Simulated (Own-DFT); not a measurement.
# Strain and stress in 3C SiC, 64 atoms (C32Si32)

These are calculations, not measurements. The program, named Own-DFT, is a retired in-house plane-wave density functional code that no person has reviewed. Each row is one single-point run on a periodic cell that was not relaxed, without spin or spin-orbit coupling.

Settings of every run: PBE; PseudoDojo norm-conserving scalar-relativistic files; cutoff 42 hartree; 4 x 4 x 4 k mesh centred on Gamma; Fermi-Dirac smearing of 0.1 eV.

Known limits: forces on such cells passed a denser k mesh, each cell not checked; stress not checked against mesh or cutoff.

Unstrained cell vectors in Å: (8.719, 0.000, 0.000); (0.000, 8.719, 0.000); (0.000, 0.000, 8.719). The unstrained cell has measured lattice constants (interpolated for alloys), not those of this functional. That, the random moves and any unrelaxed bonds set the pressure at no strain. Each run strains this cell uniformly, with the atoms carried along. Every atom was also moved at random, by a Gaussian of width 0.05 Å on each axis. Strain is the symmetric tensor, in per cent. Stress is positive in tension, and the pressure is minus a third of its trace.

| run | e_xx (%) | e_yy (%) | e_zz (%) | e_yz (%) | e_xz (%) | e_xy (%) | s_xx (GPa) | s_yy (GPa) | s_zz (GPa) | s_yz (GPa) | s_xz (GPa) | s_xy (GPa) | P (GPa) | E (meV/atom) |
|---|---|---|---|---|---|---|---|---|---|---|---|---|---|---|
| 1 | -1.52 | 0.69 | 0.41 | -0.87 | -1.31 | -1.18 | -10.60 | -5.39 | -5.65 | -4.32 | -8.83 | -6.31 | 7.21 | 37.4 |
| 2 | -1.57 | 0.04 | -0.33 | -0.76 | -0.59 | 0.15 | -11.74 | -7.88 | -8.72 | -5.92 | -2.73 | 1.25 | 9.45 | 16.1 |
| 3 | 1.82 | -0.86 | 1.07 | 0.49 | -1.79 | -1.93 | 1.54 | -5.38 | -0.99 | 0.94 | -7.82 | -9.37 | 1.61 | 39.2 |
| 4 | 0.11 | -1.76 | 1.19 | 1.01 | -1.07 | -1.67 | -6.72 | -10.75 | -3.73 | 5.70 | -5.15 | -8.00 | 7.07 | 30.1 |
| 5 | -0.68 | 1.23 | -1.93 | -0.91 | 0.40 | 1.46 | -9.45 | -4.30 | -11.87 | -5.96 | 1.91 | 7.31 | 8.54 | 23.0 |
| 6 | 1.92 | -1.47 | 1.79 | 0.26 | -0.84 | -1.59 | 1.51 | -5.79 | 1.56 | 1.23 | -4.25 | -8.45 | 0.90 | 19.1 |
| 7 | -0.36 | 1.41 | -1.81 | -0.68 | -1.37 | -1.26 | -8.59 | -3.22 | -11.42 | -3.15 | -9.91 | -6.89 | 7.74 | 25.5 |
| 8 | -0.82 | 1.95 | 0.65 | -1.61 | 1.09 | -0.15 | -4.60 | 1.85 | -1.30 | -8.38 | 5.07 | -0.65 | 1.35 | 0.0 |
| 9 | -0.44 | -0.52 | 0.06 | 0.04 | 1.27 | -1.57 | -8.96 | -9.15 | -6.90 | 0.67 | 7.66 | -9.06 | 8.34 | 38.0 |
| 10 | 1.75 | 1.92 | -1.59 | -1.04 | 0.87 | 1.46 | 1.29 | 2.32 | -6.32 | -4.55 | 3.62 | 5.90 | 0.90 | 21.8 |
| 11 | -1.49 | 0.58 | 1.76 | 0.79 | 1.29 | 0.28 | -8.39 | -3.57 | -0.85 | 4.53 | 9.49 | 0.13 | 4.27 | 30.3 |
| 12 | 0.16 | 0.99 | -1.33 | 0.22 | 0.63 | -1.11 | -5.25 | -2.57 | -8.21 | -0.03 | 1.88 | -4.75 | 5.34 | 0.7 |
| 13 | 1.79 | 1.55 | 0.40 | -1.96 | 0.69 | 0.50 | 3.79 | 2.81 | 0.31 | -10.06 | 4.51 | 3.53 | -2.30 | 7.3 |
| 14 | 1.28 | -0.69 | -1.63 | -0.93 | -1.08 | 0.65 | -3.28 | -8.87 | -11.21 | -5.94 | -5.66 | 2.35 | 7.79 | 17.7 |
| 15 | 0.06 | 1.31 | 0.45 | -0.08 | -1.24 | 1.48 | -3.45 | -0.41 | -2.28 | 0.10 | -7.52 | 8.23 | 2.05 | 18.0 |
| 16 | -1.44 | -1.77 | -0.03 | -0.43 | -0.54 | -1.80 | -14.76 | -15.24 | -10.22 | -4.04 | -3.15 | -10.84 | 13.41 | 31.9 |
| 17 | 1.38 | -1.32 | 1.48 | -0.95 | -1.77 | -1.68 | -1.85 | -7.29 | -0.59 | -5.63 | -9.95 | -9.32 | 3.24 | 52.9 |
| 18 | -0.56 | 1.87 | 0.10 | -1.73 | -1.27 | -1.86 | ? | ? | ? | ? | ? | ? | ? | ? |

E is the free energy for each atom above the lowest run shown.

## Worked fit

Each stress component was fitted by least squares to a constant and the strains of the runs shown, as fractions, with shears doubled. Shear strains stay in the fit of a normal stress only where such slopes are resolved. The slopes, in GPa:

```
stress  at no strain  per e_xx  per e_yy  per e_zz  scatter
  s_xx          -6.1  387 ± 12  155 ± 13  131 ± 14     0.63
  s_yy          -5.8  148 ± 10  391 ± 11  124 ± 11     0.49
  s_zz          -5.8   135 ± 7   144 ± 8   362 ± 8     0.37
```

Each shear stress against twice its own strain: yz 274 ± 17, xz 294 ± 13, xy 251 ± 13 GPa. These are stiffnesses along x, y and z of the frame in which the cell vectors are given, which need not be the crystal's axes. The atoms are held to the strained lattice; where symmetry lets them move under strain, relaxing them would lower some slopes. The table should be nearly symmetric about its diagonal, and what it lacks of that shows the noise. A ninth of its sum, 220 ± 6 GPa, estimates the bulk modulus near the mean pressure of these runs, 5.1 GPa, so it lies above the value at zero pressure.

## Withheld run

Question: what normal stresses and pressure should run 18 give?

The fit gives s_xx = -5.2, s_yy = 0.8, s_zz = -3.5 and P = 2.6 GPa. The calculation gave -5.15, 0.94, -3.82 and P = 2.68 GPa.
